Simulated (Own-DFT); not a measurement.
# Misfit strain and the stress it brings: wurtzite AlGaN with randomly placed atoms, 96 atoms (Al36Ga12N48)

No measurement is shown. These are fixed-geometry runs of a retired plane-wave code named Own-DFT, which no person has reviewed; spin and spin-orbit coupling are neglected.

Common settings: PBE; PseudoDojo norm-conserving scalar-relativistic files (stringent for Ga); cutoff 96 hartree; 3 x 4 x 3 k mesh centred on Gamma; Gaussian smearing of 0.01 eV.

Caveats: k mesh not checked against a denser one; stress not checked against mesh or cutoff.

Unstrained cell vectors in Å: (12.525, 0.000, 0.000); (-4.697, 8.135, 0.000); (0.000, 0.000, 10.066). The unstrained cell has measured lattice constants (interpolated for alloys), not those of this functional. That, the random moves and any unrelaxed bonds set the pressure at no strain. Each run strains x and y alike by e, as a substrate would, and holds the height along z. Random moves of width 0.05 Å per axis were added to every atom. The random placing of the alloy's atoms differs from row to row. Stress is positive in tension.

```
e (%),u (Å),(s_xx + s_yy)/2 (GPa),s_zz (GPa)
-3.00,0.050,-27.89,-10.07
-2.75,0.052,-24.37,-11.96
-2.25,0.048,-20.68,-9.83
-1.50,0.051,-14.99,-9.44
-0.75,0.050,-9.76,-8.81
-0.50,0.050,?,?
0.50,0.048,-2.77,-6.57
1.25,0.050,0.74,-5.34
1.75,0.048,3.36,-4.98
2.50,0.049,6.95,-4.84
```

## Analysis

With e as a fraction, the in-plane stress is -5.4 + 588 e - 4499 e² GPa (errors 10 and 676, scatter 0.54), and s_zz is -7.4 + 123 e GPa (slope ± 12, scatter 0.70). At e = 0 the first slope is C11 + C12 and the second 2 C13, both with the ions held to the strained lattice and at the cell's own pressure. The term in e² is negative: the layer stiffens under compression and softens under tension. A free layer would change its height as e changes, and the in-plane slope would drop by 2 C13²/C33 to the biaxial modulus. At fixed height, a misfit of 1 % moves the in-plane stress by about 5.9 GPa and s_zz by 1.2 GPa.

## Prediction

Question: what are the two stresses at e = -0.50 %?

From the fit: -8.4 and -8.0 GPa. The run itself gave -8.44 and -8.87 GPa.
